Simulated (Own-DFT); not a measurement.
# Computed records: AlN (wurtzite, atoms displaced)

Computed with Own-DFT development build. A calculation, not a measurement: plane-wave PBE density functional theory by an unreviewed code, no spin, of a simulated periodic cell, stress positive in tension, free energy of the whole cell less one offset for each atom, forces on such cells passed a denser k mesh, this cell's mesh not checked; offsets are fitted by least squares, one for each functional and potential file, so energies compare only between cells with the same atoms and settings and are not formation energies; the far tail of each file's local potential was reset to the Coulomb form; each entry is a single point on an unrelaxed cell, so the pressure reflects the starting lattice, mostly measured values (interpolated for alloys), from which strain is counted, and rises with the displacements; printed positions are rounded, which can move forces by about a meV/angstrom; the program, named Own-DFT, is a retired in-house code; no spin-orbit coupling.

Settings shared by all entries: functional PBE; potential files PseudoDojo norm-conserving, scalar-relativistic, standard set; wave cutoff 42 hartree; occupations Fermi-Dirac; smearing width 0.1 eV; hardware one NVIDIA H100; k mesh 2 x 2 x 2 centred on Gamma.

```json
{"entry": 1, "formula": "AlN", "kind": "wurtzite, atoms displaced", "structure": {"cell_angstrom": [[12.448, 0.0, 0.0], [-6.224, 10.7803, 0.0], [0.0, 0.0, 9.964]], "atoms_fractional": [["Al", 0.09152, 0.16766, 0.99615], ["Al", 0.15631, 0.05234, 0.2647], ["N", 0.07747, 0.17517, 0.18128], ["N", 0.16427, 0.07143, 0.43711], ["Al", 0.08777, 0.16535, 0.4913], ["Al", 0.16443, 0.08012, 0.74448], ["N", 0.08264, 0.1583, 0.68991], ["N", 0.1546, 0.07414, 0.94311], ["Al", 0.09181, 0.4171, 0.98886], ["Al", 0.16483, 0.34678, 0.262], ["N", 0.08199, 0.41712, 0.1904], ["N", 0.17235, 0.33914, 0.4318], ["Al", 0.06292, 0.4195, 0.48226], ["Al", 0.16353, 0.33497, 0.74677], ["N", 0.08304, 0.41757, 0.69436], ["N", 0.16766, 0.33045, 0.9545], ["Al", 0.07322, 0.66419, 0.00509], ["Al", 0.17296, 0.57336, 0.2449], ["N", 0.09418, 0.67673, 0.17635], ["N", 0.16633, 0.60207, 0.4365], ["Al", 0.08569, 0.66676, 0.49701], ["Al", 0.16126, 0.57535, 0.74793], ["N", 0.07989, 0.66345, 0.70611], ["N", 0.16014, 0.58905, 0.9468], ["Al", 0.10136, 0.93022, 0.9998], ["Al", 0.16423, 0.83441, 0.25262], ["N", 0.07725, 0.91758, 0.20117], ["N", 0.1728, 0.83884, 0.46118], ["Al", 0.09248, 0.93069, 0.51175], ["Al", 0.16454, 0.83219, 0.74697], ["N", 0.06272, 0.89558, 0.68778], ["N", 0.17467, 0.83948, 0.93175], ["Al", 0.33714, 0.15488, 0.0094], ["Al", 0.4286, 0.07991, 0.24059], ["N", 0.34272, 0.17499, 0.19658], ["N", 0.41478, 0.07987, 0.44221], ["Al", 0.33146, 0.16576, 0.5149], ["Al", 0.43837, 0.09441, 0.77236], ["N", 0.32279, 0.17011, 0.69085], ["N", 0.40704, 0.06299, 0.92384], ["Al", 0.32531, 0.3961, 0.0152], ["Al", 0.40526, 0.32516, 0.25498], ["N", 0.33422, 0.424, 0.19498], ["N", 0.42041, 0.33467, 0.43301], ["Al", 0.32455, 0.40456, 0.51431], ["Al", 0.41805, 0.31773, 0.75853], ["N", 0.33053, 0.416, 0.7106], ["N", 0.42828, 0.33703, 0.91694], ["Al", 0.34147, 0.66032, 0.99925], ["Al", 0.42721, 0.58365, 0.24981], ["N", 0.33046, 0.66601, 0.17401], ["N", 0.41167, 0.58076, 0.42605], ["Al", 0.31594, 0.65706, 0.50517], ["Al", 0.43469, 0.59108, 0.75056], ["N", 0.32448, 0.65341, 0.68607], ["N", 0.40902, 0.58023, 0.94393], ["Al", 0.33117, 0.92035, 0.9948], ["Al", 0.40448, 0.82737, 0.24045], ["N", 0.32882, 0.912, 0.18597], ["N", 0.42532, 0.83712, 0.4556], ["Al", 0.33524, 0.91872, 0.4959], ["Al", 0.40518, 0.81943, 0.75459], ["N", 0.33067, 0.90612, 0.68902], ["N", 0.40466, 0.84082, 0.94249], ["Al", 0.57245, 0.16285, 0.00525], ["Al", 0.65637, 0.07891, 0.24761], ["N", 0.58304, 0.15492, 0.19018], ["N", 0.65555, 0.08024, 0.42406], ["Al", 0.59121, 0.16728, 0.50683], ["Al", 0.66977, 0.07777, 0.75022], ["N", 0.58506, 0.16234, 0.68715], ["N", 0.65495, 0.0674, 0.95053], ["Al", 0.57938, 0.40527, 0.00404], ["Al", 0.65668, 0.32521, 0.256], ["N", 0.59089, 0.42098, 0.19243], ["N", 0.67542, 0.33864, 0.43675], ["Al", 0.59264, 0.41155, 0.49074], ["Al", 0.64769, 0.30492, 0.75066], ["N", 0.58306, 0.41314, 0.6894], ["N", 0.68689, 0.34676, 0.92192], ["Al", 0.5937, 0.66708, 0.99829], ["Al", 0.68056, 0.58967, 0.25551], ["N", 0.55767, 0.65412, 0.18635], ["N", 0.6834, 0.59307, 0.43266], ["Al", 0.58985, 0.68531, 0.51188], ["Al", 0.67072, 0.58681, 0.75249], ["N", 0.57752, 0.65524, 0.69072], ["N", 0.66263, 0.58782, 0.9308], ["Al", 0.58378, 0.92126, 0.00395], ["Al", 0.65751, 0.82476, 0.25296], ["N", 0.59629, 0.91764, 0.19752], ["N", 0.66667, 0.83201, 0.44083], ["Al", 0.58471, 0.91044, 0.50197], ["Al", 0.65738, 0.83081, 0.74687], ["N", 0.57292, 0.90798, 0.68634], ["N", 0.66335, 0.83703, 0.94883], ["Al", 0.83186, 0.16953, 0.00765], ["Al", 0.90291, 0.07696, 0.23491], ["N", 0.81817, 0.16417, 0.20307], ["N", 0.90523, 0.06895, 0.4441], ["Al", 0.83514, 0.17689, 0.51006], ["Al", 0.9265, 0.10275, 0.74625], ["N", 0.84507, 0.17678, 0.70948], ["N", 0.89409, 0.07224, 0.95852], ["Al", 0.84767, 0.41578, 0.9909], ["Al", 0.90403, 0.32432, 0.25066], ["N", 0.83926, 0.40921, 0.19818], ["N", 0.92479, 0.33463, 0.46247], ["Al", 0.82088, 0.40795, 0.50984], ["Al", 0.89889, 0.32267, 0.75055], ["N", 0.81855, 0.42417, 0.70865], ["N", 0.90478, 0.33585, 0.95157], ["Al", 0.8318, 0.66256, 0.996], ["Al", 0.93038, 0.59047, 0.25208], ["N", 0.84407, 0.66992, 0.19079], ["N", 0.90632, 0.58374, 0.44839], ["Al", 0.84212, 0.67888, 0.49198], ["Al", 0.91954, 0.59193, 0.76841], ["N", 0.83017, 0.66174, 0.68367], ["N", 0.91752, 0.58593, 0.94649], ["Al", 0.8329, 0.9047, 0.99697], ["Al", 0.92732, 0.83928, 0.24072], ["N", 0.84484, 0.92674, 0.19403], ["N", 0.90244, 0.84008, 0.43594], ["Al", 0.84388, 0.92913, 0.49083], ["Al", 0.91157, 0.84712, 0.75228], ["N", 0.82871, 0.9198, 0.69115], ["N", 0.91344, 0.83913, 0.93874]]}, "results": {"free_energy_of_cell_above_offsets [eV]": "-19.882", "pressure [GPa]": 12.76, "stress_xx [GPa]": -12.62, "stress_yy [GPa]": -13.62, "stress_zz [GPa]": -12.04, "stress_yz [GPa]": -0.24, "stress_xz [GPa]": 1.77, "stress_xy [GPa]": 1.28, "force_element": ["Al", "Al", "N", "N", "Al", "Al", "N", "N", "Al", "Al", "N", "N", "Al", "Al", "N", "N", "Al", "Al", "N", "N", "Al", "Al", "N", "N", "Al", "Al", "N", "N", "Al", "Al", "N", "N", "Al", "Al", "N", "N", "Al", "Al", "N", "N", "Al", "Al", "N", "N", "Al", "Al", "N", "N", "Al", "Al", "N", "N", "Al", "Al", "N", "N", "Al", "Al", "N", "N", "Al", "Al", "N", "N", "Al", "Al", "N", "N", "Al", "Al", "N", "N", "Al", "Al", "N", "N", "Al", "Al", "N", "N", "Al", "Al", "N", "N", "Al", "Al", "N", "N", "Al", "Al", "N", "N", "Al", "Al", "N", "N", "Al", "Al", "N", "N", "Al", "Al", "N", "N", "Al", "Al", "N", "N", "Al", "Al", "N", "N", "Al", "Al", "N", "N", "Al", "Al", "N", "N", "Al", "Al", "N", "N", "Al", "Al", "N", "N"], "force_x [eV/angstrom]": [-3.576, -0.544, 1.13, -0.029, -1.899, -0.356, -0.252, 2.665, -2.526, 2.036, -1.461, -1.613, 11.84, 1.204, -1.556, -0.091, 2.474, -1.498, -0.591, 1.881, -4.9, -0.451, 0.503, 1.989, -1.502, 0.912, 4.825, -2.158, -0.979, 0.723, 1.834, -2.681, -1.963, -3.709, 0.458, 0.286, 1.661, -2.207, 2.252, -1.128, 0.715, 0.064, 0.494, -0.259, 1.529, -1.513, 1.077, -0.751, -4.588, -8.528, 0.682, -0.323, 4.041, -6.319, 0.969, 4.454, -0.433, 2.941, -1.036, -2.582, 2.119, -0.613, -0.675, 4.814, 3.087, 3.293, -2.462, 1.812, -2.167, -0.107, 1.442, -0.769, 1.214, 2.162, -0.855, -0.634, -3.428, 0.148, -0.065, -3.0, -4.502, -1.525, 11.44, -2.533, 0.471, 1.056, 3.147, 2.885, -0.418, 1.978, -3.802, 0.4, -0.695, 1.734, 0.789, 0.742, -1.11, 1.059, 1.708, -0.485, 0.9, 1.108, -3.409, 2.95, -9.146, 3.07, -3.884, -10.82, 2.251, -0.111, 2.613, 10.65, -0.921, -0.728, -0.579, 3.996, -0.985, -0.978, -0.237, -0.805, -4.278, -5.636, -0.611, 5.698, -2.772, 0.316, -1.349, 4.399], "force_y [eV/angstrom]": [-0.937, 10.15, -0.77, 4.722, -0.13, -1.959, 2.147, 4.27, 1.174, -2.614, -1.016, -1.431, 7.413, 0.069, -2.211, -0.558, 1.847, 3.362, -0.753, -4.794, 1.794, 1.828, -0.18, -1.86, -6.004, -0.78, -4.203, -0.76, -5.985, -0.355, 3.692, -0.323, 1.388, -1.007, -4.7, 2.136, 0.271, -2.841, -2.26, 4.781, 3.226, 3.878, -2.786, -1.107, 3.013, 3.799, -0.696, -1.67, 2.39, -3.861, -0.178, 0.164, 1.994, -4.338, 0.758, -1.746, -4.327, -0.481, 2.074, -1.958, -0.376, 0.784, 2.246, -2.372, 0.455, -1.921, 3.435, 0.858, -1.131, -1.545, -3.29, 6.715, 2.291, 1.281, -1.244, -3.725, 2.977, 8.935, -1.518, -3.028, 0.576, -0.406, 6.544, -1.505, -4.884, -1.719, 3.914, -1.771, -5.04, -0.391, -0.191, 2.101, 1.282, 0.503, 1.239, -1.643, -0.685, 3.911, 0.179, 10.71, -3.778, -5.099, -4.321, 1.996, 5.8, 0.174, 2.53, -5.799, 4.08, 7.958, -2.635, -6.331, 1.199, -1.721, 0.244, -0.763, 0.111, -0.579, 1.822, -0.892, 3.132, -2.457, -5.778, -1.114, -6.981, -3.195, 1.416, -2.329], "force_z [eV/angstrom]": [2.06, -0.767, 2.413, 2.01, -0.547, 1.667, -0.955, -2.107, 1.458, -4.679, 0.319, 4.545, 3.735, 0.947, -0.997, -2.974, -2.824, -0.762, 4.763, -2.262, 3.138, 2.014, -2.065, -1.142, 0.634, 0.806, -4.996, -3.019, -0.039, -0.527, 0.882, 1.844, -1.397, 3.391, -2.024, -0.478, -3.926, -11.33, 1.126, 9.442, -2.187, -0.114, -0.074, 2.905, -0.649, -7.672, -2.251, 10.85, -0.991, 2.612, 3.695, 4.445, -1.177, 2.392, 1.577, -1.818, 1.662, 1.568, 0.103, -2.816, 2.124, -0.628, 0.256, -0.267, -1.164, 0.009, -1.764, 5.138, -2.858, 1.562, -0.036, -2.752, -1.17, -1.904, -0.317, 0.098, 1.792, 0.096, -0.743, 4.224, 1.209, -1.418, -3.665, 1.977, -2.509, -2.285, -0.899, 2.168, 1.616, -0.317, -1.38, -0.153, -1.24, 1.453, 1.237, -1.547, 0.453, 1.492, -1.381, -2.123, -1.43, 2.524, -3.709, -2.578, 4.269, 0.704, -1.237, -3.403, 1.504, 2.179, -2.254, -3.97, 0.45, 0.235, -1.074, -1.6, 1.932, -3.625, 1.566, 0.966, 2.187, 2.382, -1.625, -1.246, 3.874, -0.266, -0.497, -0.084], "wall_time [s]": 443.7}}
{"entry": 2, "formula": "AlN", "kind": "wurtzite, atoms displaced", "structure": {"cell_angstrom": [[12.448, 0.0, 0.0], [-6.224, 10.7803, 0.0], [0.0, 0.0, 9.964]], "atoms_fractional": [["Al", 0.0939, 0.16813, 0.98362], ["Al", 0.1552, 0.07922, 0.26561], ["N", 0.07558, 0.16056, 0.19225], ["N", 0.14668, 0.07381, 0.42408], ["Al", 0.08732, 0.17495, 0.50337], ["Al", 0.16782, 0.09326, 0.7458], ["N", 0.08017, 0.16542, 0.68005], ["N", 0.16491, 0.08389, 0.94909], ["Al", 0.08059, 0.42356, 0.9881], ["Al", 0.16071, 0.35016, 0.24374], ["N", 0.07741, 0.42651, 0.20473], ["N", 0.16235, 0.34709, 0.44461], ["Al", 0.08209, 0.41106, 0.51288], ["Al", 0.15965, 0.3231, 0.74085], ["N", 0.07425, 0.42359, 0.69915], ["N", 0.16579, 0.32311, 0.93363], ["Al", 0.06996, 0.65451, 0.98996], ["Al", 0.17786, 0.58928, 0.23704], ["N", 0.09381, 0.6658, 0.20112], ["N", 0.18227, 0.59422, 0.42126], ["Al", 0.08434, 0.66255, 0.51045], ["Al", 0.1651, 0.59067, 0.75213], ["N", 0.07869, 0.67768, 0.70033], ["N", 0.16796, 0.57972, 0.93932], ["Al", 0.06873, 0.90219, 0.00658], ["Al", 0.1689, 0.83625, 0.23322], ["N", 0.08631, 0.92364, 0.19375], ["N", 0.16586, 0.83025, 0.44248], ["Al", 0.0652, 0.91855, 0.50554], ["Al", 0.17516, 0.84876, 0.74372], ["N", 0.09806, 0.92309, 0.68682], ["N", 0.17643, 0.84033, 0.95646], ["Al", 0.3285, 0.16796, 0.98952], ["Al", 0.41401, 0.08227, 0.24774], ["N", 0.32329, 0.16514, 0.19577], ["N", 0.41905, 0.10573, 0.44364], ["Al", 0.31188, 0.14835, 0.50372], ["Al", 0.42346, 0.09047, 0.76305], ["N", 0.3323, 0.1729, 0.69658], ["N", 0.41958, 0.08479, 0.93885], ["Al", 0.31302, 0.40912, 0.00523], ["Al", 0.43552, 0.34212, 0.23407], ["N", 0.33858, 0.42671, 0.18774], ["N", 0.42241, 0.35403, 0.4396], ["Al", 0.34495, 0.4192, 0.49048], ["Al", 0.4242, 0.34371, 0.7419], ["N", 0.33419, 0.40353, 0.69576], ["N", 0.43643, 0.34243, 0.92641], ["Al", 0.30466, 0.65164, 0.00807], ["Al", 0.3967, 0.58846, 0.24229], ["N", 0.31574, 0.66435, 0.18262], ["N", 0.4159, 0.59299, 0.45141], ["Al", 0.33944, 0.67816, 0.49638], ["Al", 0.42239, 0.58582, 0.75362], ["N", 0.32616, 0.65972, 0.70499], ["N", 0.41953, 0.58702, 0.94323], ["Al", 0.33997, 0.9187, 0.0015], ["Al", 0.42079, 0.8285, 0.23872], ["N", 0.32962, 0.91715, 0.18114], ["N", 0.41901, 0.84114, 0.41801], ["Al", 0.33065, 0.90299, 0.50024], ["Al", 0.42377, 0.84069, 0.74814], ["N", 0.32279, 0.90952, 0.68431], ["N", 0.42105, 0.84293, 0.94336], ["Al", 0.57729, 0.16288, 0.00236], ["Al", 0.6768, 0.0912, 0.25878], ["N", 0.58827, 0.17718, 0.18943], ["N", 0.65142, 0.06499, 0.44151], ["Al", 0.57302, 0.15204, 0.49522], ["Al", 0.67646, 0.09477, 0.75587], ["N", 0.6004, 0.17518, 0.69212], ["N", 0.66272, 0.07373, 0.93348], ["Al", 0.58791, 0.41682, 0.99064], ["Al", 0.69014, 0.33647, 0.24323], ["N", 0.57683, 0.40936, 0.18783], ["N", 0.66908, 0.33095, 0.44412], ["Al", 0.58605, 0.39492, 0.47395], ["Al", 0.65491, 0.32095, 0.75581], ["N", 0.59463, 0.43775, 0.68685], ["N", 0.66781, 0.33242, 0.95157], ["Al", 0.58573, 0.67545, 0.99456], ["Al", 0.65593, 0.57728, 0.24317], ["N", 0.60189, 0.68451, 0.19782], ["N", 0.66297, 0.56732, 0.44476], ["Al", 0.59849, 0.66858, 0.48598], ["Al", 0.64361, 0.57782, 0.74892], ["N", 0.58121, 0.67194, 0.69165], ["N", 0.66859, 0.57205, 0.93712], ["Al", 0.5905, 0.92967, 0.99129], ["Al", 0.65619, 0.82855, 0.25517], ["N", 0.57134, 0.90943, 0.17708], ["N", 0.67446, 0.83884, 0.44512], ["Al", 0.5815, 0.91425, 0.48556], ["Al", 0.65918, 0.82762, 0.74655], ["N", 0.58182, 0.93345, 0.67818], ["N", 0.64547, 0.82803, 0.94412], ["Al", 0.84595, 0.17387, 0.99498], ["Al", 0.915, 0.08024, 0.24734], ["N", 0.82193, 0.17172, 0.18985], ["N", 0.91778, 0.09131, 0.42097], ["Al", 0.83305, 0.16891, 0.49677], ["Al", 0.906, 0.09756, 0.72787], ["N", 0.8249, 0.17615, 0.6826], ["N", 0.91234, 0.07166, 0.92225], ["Al", 0.83333, 0.41349, 0.00021], ["Al", 0.91, 0.33884, 0.25029], ["N", 0.83129, 0.41439, 0.18882], ["N", 0.90106, 0.32027, 0.45563], ["Al", 0.82825, 0.41777, 0.49133], ["Al", 0.90746, 0.33263, 0.74386], ["N", 0.84301, 0.42326, 0.71049], ["N", 0.92542, 0.34166, 0.93309], ["Al", 0.83373, 0.65928, 0.9813], ["Al", 0.90511, 0.57992, 0.26422], ["N", 0.84551, 0.67707, 0.1933], ["N", 0.92092, 0.57558, 0.42798], ["Al", 0.84171, 0.67817, 0.49205], ["Al", 0.91289, 0.58407, 0.74781], ["N", 0.84568, 0.67052, 0.69362], ["N", 0.91252, 0.57004, 0.94819], ["Al", 0.83566, 0.91213, 0.99876], ["Al", 0.91083, 0.82072, 0.24789], ["N", 0.85044, 0.91779, 0.20281], ["N", 0.92577, 0.84065, 0.44454], ["Al", 0.83959, 0.92506, 0.5095], ["Al", 0.91789, 0.82638, 0.73841], ["N", 0.83214, 0.93647, 0.70202], ["N", 0.90508, 0.8333, 0.95337]]}, "results": {"free_energy_of_cell_above_offsets [eV]": "-23.633", "pressure [GPa]": 11.94, "stress_xx [GPa]": -14.02, "stress_yy [GPa]": -14.22, "stress_zz [GPa]": -7.57, "stress_yz [GPa]": -0.38, "stress_xz [GPa]": 0.56, "stress_xy [GPa]": -0.09, "force_element": ["Al", "Al", "N", "N", "Al", "Al", "N", "N", "Al", "Al", "N", "N", "Al", "Al", "N", "N", "Al", "Al", "N", "N", "Al", "Al", "N", "N", "Al", "Al", "N", "N", "Al", "Al", "N", "N", "Al", "Al", "N", "N", "Al", "Al", "N", "N", "Al", "Al", "N", "N", "Al", "Al", "N", "N", "Al", "Al", "N", "N", "Al", "Al", "N", "N", "Al", "Al", "N", "N", "Al", "Al", "N", "N", "Al", "Al", "N", "N", "Al", "Al", "N", "N", "Al", "Al", "N", "N", "Al", "Al", "N", "N", "Al", "Al", "N", "N", "Al", "Al", "N", "N", "Al", "Al", "N", "N", "Al", "Al", "N", "N", "Al", "Al", "N", "N", "Al", "Al", "N", "N", "Al", "Al", "N", "N", "Al", "Al", "N", "N", "Al", "Al", "N", "N", "Al", "Al", "N", "N", "Al", "Al", "N", "N", "Al", "Al", "N", "N"], "force_x [eV/angstrom]": [-4.053, 0.813, 0.136, 0.644, -0.964, 0.666, -1.105, 1.543, 1.656, 2.578, -0.331, 4.233, -3.135, 0.585, 2.129, -2.783, 2.497, -7.904, -3.687, -1.441, 0.722, -0.302, 1.56, -5.145, 1.533, -0.629, -0.506, -1.032, 7.937, -0.326, -4.702, -2.554, 1.41, -0.711, 1.219, 1.007, -0.204, -0.293, 1.039, -0.986, 4.643, -8.441, -1.291, 5.311, -6.02, 2.824, -4.431, -3.526, 7.39, 4.016, 7.022, 2.166, -0.815, -2.448, 1.094, -1.467, -0.699, -3.761, 2.193, 1.009, -2.29, -1.116, 4.189, 0.167, 1.634, -3.888, 0.323, 1.015, 1.093, -1.513, -3.061, 0.368, 0.131, -7.889, 7.335, 4.67, -7.11, 0.509, 1.272, 0.722, 0.267, 1.696, -1.623, 1.141, -2.529, 3.009, 0.657, -1.512, -1.466, 1.381, 3.314, 0.079, -0.033, -0.945, 1.415, 3.826, -0.573, -0.156, 3.866, -0.114, -0.806, 2.649, 1.856, -0.44, -0.084, 2.604, 3.316, 0.521, 1.676, 1.767, -3.975, -1.492, -0.779, 2.54, -1.157, -0.792, 0.122, 1.474, -3.198, -1.458, -4.67, 1.362, -4.1, -5.744, -0.882, -0.664, 1.438, 4.775], "force_y [eV/angstrom]": [-2.258, 1.384, 3.012, 1.423, 0.184, -1.769, -0.465, -2.149, -2.297, -3.589, -1.148, -2.6, 3.143, 3.403, -1.187, 2.037, 3.183, -3.011, 0.077, -1.3, 1.039, -0.319, -1.045, -1.227, 2.492, -0.998, -2.293, 0.531, 1.88, -3.068, 1.574, -2.088, 0.824, 0.863, 1.013, -3.169, 2.323, -0.89, -0.868, 0.053, 2.646, -5.058, -0.788, -4.836, 2.926, -1.431, 3.079, -2.388, 5.511, -0.351, 3.88, -0.196, -1.081, -1.615, 2.188, -1.325, 0.311, 0.965, 1.001, -1.129, 1.592, -0.993, 2.739, -1.724, 0.679, -2.798, -2.24, 5.467, 1.761, -2.692, -2.641, 6.441, -0.896, -3.39, 4.483, -3.65, 4.305, 5.856, -7.212, -1.2, -2.76, 0.69, -5.331, 2.556, -0.913, 3.325, -0.587, 3.521, -4.991, 5.014, 2.212, -0.711, -2.632, 3.587, -1.965, 1.803, -1.54, 0.556, 1.086, -0.34, -3.786, -0.583, -0.116, 2.879, -1.349, -1.132, 4.138, 4.975, -0.366, 1.045, -0.398, -2.28, 0.859, 1.54, -6.743, 1.072, -3.236, -0.931, -0.341, 1.948, 2.481, 5.979, -0.167, -3.184, 0.492, 3.727, -4.366, -3.631], "force_z [eV/angstrom]": [3.614, -9.915, -1.462, 10.68, -4.249, 1.843, 1.236, -3.087, 1.521, 1.634, -3.318, -1.144, -0.762, 0.554, -0.52, -0.927, 2.793, 4.837, -2.889, 3.961, -2.592, -0.506, -0.117, -2.089, 0.392, 2.006, -0.291, -0.175, 0.258, 2.846, 0.299, -2.457, 1.762, 0.057, -0.972, -1.033, -0.272, -3.674, -0.87, 1.416, -1.313, 3.462, 0.492, -2.891, 2.776, 0.559, -1.904, 1.553, -2.17, 1.725, -1.202, -2.12, 1.217, -0.072, -2.054, 0.781, -0.499, -1.057, 2.046, 2.422, -0.976, 1.262, 0.24, -1.062, 0.376, -1.064, 0.807, -1.454, 1.189, -1.064, -1.362, 0.352, 1.798, 2.065, -1.959, -2.715, 3.562, 0.565, -1.882, -1.377, 1.966, 0.65, -2.203, -1.65, 0.979, 1.565, -1.57, -0.186, 2.089, -0.061, 1.619, -0.258, 2.529, 0.911, 0.487, -2.241, 0.275, -2.284, -1.511, 5.846, -0.375, 3.131, -0.388, 1.233, -0.506, 1.54, -1.492, -2.693, 3.165, 0.799, -2.903, 0.853, 2.167, -6.459, -1.852, 6.346, 1.035, 1.219, -1.784, -1.826, 1.842, 1.468, -2.065, -1.317, -1.566, 2.229, -2.487, -3.709], "wall_time [s]": 385.2}}
```
